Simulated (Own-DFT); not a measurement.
# Stretching a layer in its plane: wurtzite AlGaN with randomly placed atoms, 128 atoms (Al48Ga16N64)

Everything here is calculated. The program is Own-DFT (plane waves, in-house, since retired, never reviewed by a person); positions were held fixed, and spin and spin-orbit coupling were off.

Method: PBE; PseudoDojo norm-conserving scalar-relativistic files (stringent for Ga); cutoff 96 hartree; 3 x 3 x 3 k mesh centred on Gamma; Gaussian smearing of 0.01 eV.

Keep in mind: k mesh not checked against a denser one; stress not checked against mesh or cutoff.

Unstrained cell vectors in Å: (12.525, 0.000, 0.000); (-6.263, 10.847, 0.000); (0.000, 0.000, 10.066). The unstrained cell has measured lattice constants (interpolated for alloys), not those of this functional. That, the random moves and any unrelaxed bonds set the pressure at no strain. Each run strains x and y alike by e, as a substrate would, and holds the height along z. All atoms carry random offsets, Gaussian with a width of 0.05 Å per axis. The random placing of the alloy's atoms differs from row to row. Stress is positive in tension.

| e (%) | u (Å) | (s_xx + s_yy)/2 (GPa) | s_zz (GPa) |
|---|---|---|---|
| -2.75 | 0.050 | -25.64 | -9.59 |
| -2.25 | 0.050 | -21.01 | -10.57 |
| -2.00 | 0.047 | -18.03 | -10.06 |
| -1.75 | 0.052 | -16.98 | -10.48 |
| -0.75 | 0.049 | -10.92 | -6.94 |
| -0.50 | 0.050 | -9.29 | -6.61 |
| 0.50 | 0.055 | ? | ? |
| 0.75 | 0.050 | -1.85 | -6.48 |
| 1.25 | 0.050 | 0.08 | -4.78 |
| 2.50 | 0.048 | 7.15 | -5.02 |

## Analysis

With e as a fraction, the in-plane stress is -6.1 + 591 e - 3079 e² GPa (errors 15 and 985, scatter 0.72), and s_zz is -7.1 + 120 e GPa (slope ± 20, scatter 1.01). At e = 0 the first slope is C11 + C12 and the second 2 C13, both with the ions held to the strained lattice and at the cell's own pressure. The term in e² is negative: the layer stiffens under compression and softens under tension. A free layer would change its height as e changes, and the in-plane slope would drop by 2 C13²/C33 to the biaxial modulus. At fixed height, a misfit of 1 % moves the in-plane stress by about 5.9 GPa and s_zz by 1.2 GPa.

## The run left out

Question: what are the two stresses at e = 0.50 %?

Estimate: -3.2 and -6.5 GPa. The run itself gave -4.47 and -3.98 GPa.
